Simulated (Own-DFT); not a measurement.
# Strain and stress in wurtzite GaN, 72 atoms (Ga36N36)

All numbers below are calculated, not measured. They come from Own-DFT, an in-house plane-wave density functional program, since retired, whose code no person has reviewed. Each row is one single-point run on a periodic cell that was not relaxed, without spin or spin-orbit coupling.

Settings of every run: PBE; PseudoDojo norm-conserving scalar-relativistic files (stringent for Ga); cutoff 96 hartree; 4 x 4 x 3 k mesh centred on Gamma; Gaussian smearing of 0.01 eV.

Known limits: forces not confirmed at this smearing and k mesh; stress not checked against mesh or cutoff.

Unstrained cell vectors in Å: (9.567, 0.000, 0.000); (-4.784, 8.285, 0.000); (0.000, 0.000, 10.370). The unstrained cell has measured lattice constants (interpolated for alloys), not those of this functional. That, the random moves and any unrelaxed bonds set the pressure at no strain. Each run strains this cell uniformly, with the atoms carried along. Every atom was also moved at random, by a Gaussian of width 0.05 Å on each axis. Strain is the symmetric tensor, in per cent. Stress is positive in tension, and the pressure is minus a third of its trace.

```
run  e_xx (%)  e_yy (%)  e_zz (%)  s_xx (GPa)  s_yy (GPa)  s_zz (GPa)  P (GPa)  E (meV/atom)
  1      0.75      0.75      0.00       -5.09       -1.60       -5.85     4.18           6.6
  2      1.25      1.25      0.00       -2.09       -0.91       -5.02     2.67          12.9
  3      2.75      2.75      0.00        6.12        5.02       -2.51    -2.87           0.0
  4      2.50      2.50      0.00        5.04        4.19       -5.00    -1.41          19.3
  5     -3.00     -3.00      0.00      -27.02      -26.82      -11.13    21.66          93.1
  6      1.00      1.00      0.00       -1.76       -3.06       -5.87     3.56          20.8
  7      1.50      1.50      0.00       -0.97       -0.38       -3.22     1.52           8.7
  8     -1.25     -1.25      0.00      -12.83      -17.59       -7.24    12.56          29.7
  9     -2.50     -2.50      0.00           ?           ?           ?        ?             ?
```

E is the free energy for each atom above the lowest run shown.

## Worked fit

The change of volume is close to e_xx + e_yy + e_zz. A straight line through the runs shown gives P = 8.19 - 209 x (fractional change of volume) GPa, with an error of 8 on the slope and a scatter of 0.85 GPa. The strain isn't the same on all axes and the cell isn't cubic, so the slope belongs to this path and is not the bulk modulus.

## Withheld run

Question: what pressure should run 9 give? Its volume changes by -4.94 %.

The line gives 18.5 GPa. The calculation gave 17.67 GPa.
